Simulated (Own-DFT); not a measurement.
Simulation results for SiC (4H silicon carbide, strained, atoms displaced), SiC (4H silicon carbide, atoms displaced), SiC (2H silicon carbide, atoms displaced)

A calculation, not a measurement: plane-wave PBE density functional theory by an unreviewed code, no spin, of a simulated periodic cell, stress positive in tension, free energy of the whole cell less one offset for each atom, forces on such cells passed a denser k mesh, this cell's mesh not checked; offsets are fitted by least squares, one for each functional and potential file, so energies compare only between cells with the same atoms and settings and are not formation energies; the far tail of each file's local potential was reset to the Coulomb form; each entry is a single point on an unrelaxed cell, so the pressure reflects the starting lattice, mostly measured values (interpolated for alloys), from which strain is counted, and rises with the displacements; printed positions are rounded, which can move forces by about a meV/angstrom; the program, named Own-DFT, is a retired in-house code; no spin-orbit coupling. Program: Own-DFT development build.

Common to all runs: functional PBE; potential files PseudoDojo norm-conserving, scalar-relativistic, standard set; wave cutoff 42 hartree; occupations Fermi-Dirac; smearing width 0.1 eV; hardware one NVIDIA H100.

(1) SiC (4H silicon carbide, strained, atoms displaced)

```
cell vectors (Å)
   9.0968     0.0056     0.0042
  -4.5436     7.9635    -0.0986
   0.0046    -0.1212    10.0384
atoms (fractions of the cell vectors)
Si  0.00286  0.01473  0.41010
Si  0.12584  0.22267  0.14895
C   0.99201  0.99683  0.09429
C   0.10365  0.21767  0.34953
Si  0.00090  0.33444  0.40329
Si  0.10780  0.56258  0.15824
C   0.99649  0.33002  0.09085
C   0.10854  0.55533  0.34059
Si  0.99719  0.66532  0.40625
Si  0.10582  0.89024  0.15888
C   0.99686  0.66800  0.10008
C   0.11402  0.88177  0.34925
Si  0.33229  0.99440  0.40955
Si  0.44689  0.23152  0.15948
C   0.32370  0.99427  0.09078
C   0.44062  0.20990  0.34401
Si  0.32738  0.33114  0.41377
Si  0.44646  0.55745  0.15619
C   0.32903  0.33106  0.09104
C   0.43758  0.55556  0.33876
Si  0.34367  0.67210  0.40363
Si  0.44661  0.90251  0.15646
C   0.32435  0.65822  0.09309
C   0.44348  0.89184  0.35046
Si  0.66743  0.00469  0.39707
Si  0.78092  0.22030  0.15544
C   0.66255  0.99959  0.09872
C   0.77035  0.21264  0.35445
Si  0.66457  0.32870  0.40930
Si  0.77683  0.55177  0.15385
C   0.65787  0.33189  0.08315
C   0.78035  0.55427  0.35071
Si  0.66443  0.66896  0.40976
Si  0.78238  0.88867  0.15185
C   0.65123  0.66531  0.09802
C   0.78006  0.89538  0.34397
Si  0.99959  0.00045  0.90775
Si  0.88734  0.78303  0.64850
C   0.00194  0.99907  0.59349
C   0.89343  0.77811  0.83759
Si  0.99971  0.66559  0.89611
Si  0.88327  0.43469  0.65104
C   0.99511  0.67643  0.59161
C   0.89011  0.44635  0.84575
Si  0.00451  0.32609  0.90873
Si  0.89437  0.11815  0.65671
C   0.99894  0.33052  0.58878
C   0.89178  0.11296  0.83715
Si  0.66634  0.99761  0.90284
Si  0.56263  0.77983  0.66162
C   0.67442  0.00644  0.59188
C   0.55862  0.77532  0.83174
Si  0.65697  0.65926  0.90152
Si  0.55784  0.44595  0.65082
C   0.66877  0.67238  0.59266
C   0.55210  0.44110  0.83954
Si  0.65735  0.31741  0.89723
Si  0.55594  0.11474  0.65793
C   0.66263  0.32887  0.59884
C   0.54645  0.10096  0.84184
Si  0.34705  0.00238  0.90524
Si  0.22317  0.78514  0.66340
C   0.32770  0.99981  0.59836
C   0.22825  0.78188  0.84043
Si  0.33178  0.65782  0.89749
Si  0.22803  0.44756  0.65550
C   0.33958  0.66634  0.59630
C   0.22878  0.44395  0.84384
Si  0.33115  0.33152  0.90698
Si  0.21498  0.11348  0.66238
C   0.33399  0.33737  0.59583
C   0.23904  0.12085  0.84242
```

* k mesh: 4 x 4 x 3 centred on Gamma
* free energy of cell above offsets: -5.709 eV
* pressure: 11.11 GPa
* stress xx: -14.37 GPa
* stress yy: -10.45 GPa
* stress zz: -8.51 GPa
* stress yz: -3.33 GPa
* stress xz: 1.19 GPa
* stress xy: -0.5 GPa
* wall time: 334.8 s

Force:
| element | x (eV/Å) | y (eV/Å) | z (eV/Å) |
| --- | --- | --- | --- |
| Si | 1.136 | -3.862 | -0.147 |
| Si | -4.624 | -0.949 | 2.418 |
| C | 1.893 | 1.142 | -0.94 |
| C | 1.593 | 2.142 | -2.312 |
| Si | -0.803 | 0.401 | 0.122 |
| Si | 0.997 | -1.412 | -0.773 |
| C | 1.23 | 0.406 | 1.061 |
| C | 0.728 | -0.14 | 1.254 |
| Si | 0.943 | 0.444 | 0.622 |
| Si | 0.857 | -0.688 | 0.523 |
| C | -0.51 | 0.317 | -2.224 |
| C | -2.069 | 1.655 | -1.129 |
| Si | -1.076 | 0.455 | 0.917 |
| Si | 0.185 | -2.151 | -0.752 |
| C | 0.351 | 1.904 | 0.232 |
| C | -0.967 | 1.991 | 0.548 |
| Si | 0.731 | 0.171 | -1.676 |
| Si | -3.029 | -0.971 | 0.172 |
| C | 2.292 | 1.604 | -0.052 |
| C | 2.163 | -1.165 | 1.22 |
| Si | -2.432 | -0.431 | 1.124 |
| Si | -0.418 | -3.05 | 0.552 |
| C | 0.71 | 1.894 | -0.732 |
| C | 1.024 | -0.575 | -1.736 |
| Si | 0.31 | -2.339 | 2.861 |
| Si | -1.4 | 0.57 | 0.479 |
| C | 1.164 | 0.031 | -1.882 |
| C | 0.611 | 3.478 | -2.968 |
| Si | -0.506 | 0.405 | -0.073 |
| Si | -1.182 | 0.244 | 0.56 |
| C | 1.468 | -0.25 | 1.477 |
| C | -1.809 | -1.094 | -1.375 |
| Si | 0.326 | 0.219 | -1.45 |
| Si | -2.621 | -0.66 | 1.851 |
| C | 3.834 | 0.81 | -2.102 |
| C | 0.649 | -1.144 | -0.473 |
| Si | 1.157 | -0.341 | -1.101 |
| Si | 0.317 | -0.093 | 1.488 |
| C | -1.249 | 1.264 | 0.214 |
| C | -1.546 | 0.252 | 0.749 |
| Si | 0.303 | 0.676 | 1.938 |
| Si | 0.355 | 2.614 | 1.251 |
| C | 2.441 | -2.279 | 0.286 |
| C | 0.512 | -2.197 | -1.039 |
| Si | -1.496 | 1.886 | -0.764 |
| Si | -0.185 | -1.059 | -1.392 |
| C | 0.818 | 1.078 | 0.595 |
| C | -0.09 | -0.708 | 1.807 |
| Si | 0.303 | -0.143 | 0.529 |
| Si | -1.236 | 1.149 | -4.079 |
| C | -0.845 | -0.764 | 0.238 |
| C | -0.664 | 0.169 | 4.556 |
| Si | 1.77 | 0.838 | 0.749 |
| Si | -0.523 | 0.601 | 1.127 |
| C | -0.057 | -1.322 | -0.163 |
| C | 0.376 | -0.391 | 0.161 |
| Si | 0.194 | 3.096 | 0.839 |
| Si | 0.023 | -1.967 | -1.071 |
| C | -0.187 | 0.358 | -1.232 |
| C | 3.356 | 1.183 | -0.68 |
| Si | -4.087 | -1.661 | 1.181 |
| Si | 0.215 | -1.192 | -2.739 |
| C | 0.619 | 0.922 | -0.43 |
| C | -0.123 | -1.01 | 1.7 |
| Si | -0.469 | 2.191 | 1.898 |
| Si | -1.369 | 0.279 | 0.019 |
| C | -1.09 | 0.729 | -0.56 |
| C | -1.222 | -1.371 | -0.639 |
| Si | 1.24 | 0.835 | -0.449 |
| Si | 1.918 | 0.187 | -1.197 |
| C | 0.55 | -1.029 | -0.257 |
| C | -1.776 | -2.187 | 1.275 |

(2) SiC (4H silicon carbide, atoms displaced)

```
cell vectors (Å)
   6.1654     0.0000     0.0000
  -3.0827     5.3394     0.0000
   0.0000     0.0000    10.0681
atoms (fractions of the cell vectors)
Si  0.98614  0.99094  0.41250
Si  0.17195  0.31747  0.16994
C   0.01166  0.01697  0.07583
C   0.14228  0.33824  0.33535
Si  0.00597  0.47520  0.40362
Si  0.12630  0.80814  0.16127
C   0.99625  0.52940  0.10411
C   0.21257  0.83717  0.33752
Si  0.48005  0.97586  0.40527
Si  0.67670  0.35453  0.16162
C   0.49503  0.02234  0.08771
C   0.67082  0.36789  0.36044
Si  0.48505  0.49607  0.39776
Si  0.63959  0.82912  0.14665
C   0.49624  0.50116  0.10364
C   0.71501  0.86519  0.32639
Si  0.02060  0.02352  0.92446
Si  0.86293  0.66468  0.66836
C   0.01923  0.98964  0.58907
C   0.82859  0.66176  0.83530
Si  0.98802  0.49069  0.90311
Si  0.80154  0.12661  0.67437
C   0.03344  0.54843  0.57679
C   0.83634  0.15882  0.84634
Si  0.50007  0.98376  0.91404
Si  0.36662  0.67927  0.64147
C   0.52212  0.99916  0.58290
C   0.33061  0.65730  0.84303
Si  0.52668  0.52214  0.92878
Si  0.31499  0.17742  0.64737
C   0.50026  0.48247  0.58717
C   0.34854  0.17242  0.84431
```

* k mesh: 5 x 5 x 3 centred on Gamma
* free energy of cell above offsets: 9.300 eV
* pressure: 14.35 GPa
* stress xx: -9.4 GPa
* stress yy: -11.03 GPa
* stress zz: -22.61 GPa
* stress yz: -4.68 GPa
* stress xz: -1.31 GPa
* stress xy: -1.77 GPa
* wall time: 121.9 s

Force:
| element | x (eV/Å) | y (eV/Å) | z (eV/Å) |
| --- | --- | --- | --- |
| Si | 4.057 | 1.169 | -0.502 |
| Si | -2.019 | 0.953 | -5.145 |
| C | -1.404 | -1.739 | 13.85 |
| C | 6.965 | -4.029 | 1.861 |
| Si | -7.237 | 5.278 | 2.559 |
| Si | 2.378 | 8.979 | 1.066 |
| C | 1.971 | -8.113 | -4.477 |
| C | -8.833 | -4.006 | -2.267 |
| Si | 7.416 | 6.389 | 1.354 |
| Si | -0.238 | -2.154 | 1.601 |
| C | 0.501 | -1.395 | 2.645 |
| C | 2.678 | -3.73 | -3.498 |
| Si | 0.067 | 2.221 | 1.646 |
| Si | 1.033 | 3.198 | 1.027 |
| C | -0.312 | 0.071 | 0.742 |
| C | -5.329 | -3.417 | 0.321 |
| Si | 1.654 | -0.644 | -14.16 |
| Si | -1.705 | -0.305 | -5.449 |
| C | -4.676 | -1.068 | 1.09 |
| C | 0.588 | 1.167 | 5.536 |
| Si | 0.922 | 1.49 | 0.521 |
| Si | 3.028 | 2.853 | -3.884 |
| C | 1.797 | -2.918 | 2.838 |
| C | -0.413 | -0.292 | 2.387 |
| Si | -1.898 | 1.175 | -2.933 |
| Si | -1.83 | -2.201 | 2.214 |
| C | -2.039 | 0.211 | 1.098 |
| C | 0.622 | 0.308 | 0.687 |
| Si | -1.746 | -2.62 | -5.961 |
| Si | 4.479 | -0.317 | 3.48 |
| C | 0.097 | 3.297 | -0.586 |
| C | -0.574 | 0.187 | 0.337 |

(3) SiC (2H silicon carbide, atoms displaced)

```
cell vectors (Å)
   6.1654     0.0000     0.0000
  -3.0827     5.3394     0.0000
   0.0000     0.0000    10.0681
atoms (fractions of the cell vectors)
Si  0.00391  0.00354  0.00050
Si  0.16389  0.32670  0.24893
C   0.99942  0.00523  0.18983
C   0.17107  0.33448  0.43697
Si  0.00020  0.00331  0.50074
Si  0.16238  0.32966  0.74600
C   0.00734  0.00875  0.68631
C   0.15638  0.32097  0.93826
Si  0.00206  0.50760  0.99450
Si  0.16452  0.81871  0.24648
C   1.00000  0.50024  0.18628
C   0.16345  0.83811  0.43710
Si  0.00482  0.50687  0.50334
Si  0.16525  0.83103  0.74680
C   0.99597  0.50006  0.69042
C   0.17694  0.84092  0.93889
Si  0.50777  0.00448  0.99767
Si  0.67356  0.33545  0.24973
C   0.50481  0.01075  0.18596
C   0.66965  0.34154  0.43446
Si  0.50623  0.00446  0.50041
Si  0.66674  0.33582  0.74669
C   0.50277  0.00116  0.68906
C   0.67538  0.33850  0.93810
Si  0.49661  0.49080  0.00252
Si  0.67800  0.83672  0.25356
C   0.50027  0.49339  0.18827
C   0.65525  0.81878  0.43621
Si  0.49800  0.50361  0.50288
Si  0.66208  0.82509  0.74925
C   0.50827  0.50034  0.68597
C   0.66734  0.83768  0.93408
```

- k mesh: 5 x 5 x 3 centred on Gamma
- free energy of cell above offsets: -4.627 eV
- pressure: 3.81 GPa
- stress xx: -1.4 GPa
- stress yy: -4.7 GPa
- stress zz: -5.35 GPa
- stress yz: -0.35 GPa
- stress xz: 0.22 GPa
- stress xy: -0.06 GPa
- wall time: 192.9 s

Force:
| element | x (eV/Å) | y (eV/Å) | z (eV/Å) |
| --- | --- | --- | --- |
| Si | -0.547 | -1.187 | 0.08 |
| Si | 0.353 | 1.326 | 0.242 |
| C | 1.097 | -1.279 | -0.555 |
| C | -0.988 | 0.059 | 0.513 |
| Si | -0.173 | -0.383 | -0.667 |
| Si | 0.531 | 0.735 | 1.209 |
| C | -0.507 | -1.563 | -0.004 |
| C | 0.543 | 1.956 | -0.712 |
| Si | 0.861 | -0.473 | 0.915 |
| Si | -0.229 | 2.463 | 0.666 |
| C | 0.595 | -0.701 | -0.579 |
| C | 0.991 | -0.268 | 0.185 |
| Si | -0.297 | -0.333 | -1.191 |
| Si | 0.134 | 0.976 | 0.773 |
| C | 0.719 | 0.08 | -0.55 |
| C | -0.62 | -0.237 | -0.67 |
| Si | 0.066 | 0.143 | 0.468 |
| Si | -0.763 | -0.084 | -0.124 |
| C | 0.641 | -1.593 | 0.368 |
| C | 0.535 | -0.475 | 1.297 |
| Si | -0.744 | -0.07 | -0.722 |
| Si | 0.332 | -0.741 | 1.194 |
| C | -0.053 | -0.348 | -0.484 |
| C | -0.936 | -0.188 | -0.85 |
| Si | -0.32 | 0.974 | -0.661 |
| Si | -1.745 | -0.783 | -1.338 |
| C | -0.286 | 0.893 | 0.169 |
| C | 0.418 | 2.259 | 0.877 |
| Si | 0.76 | -1.177 | -1.129 |
| Si | 0.43 | 1.373 | 0.085 |
| C | -1.472 | -0.172 | 0.374 |
| C | 0.673 | -1.183 | 0.822 |
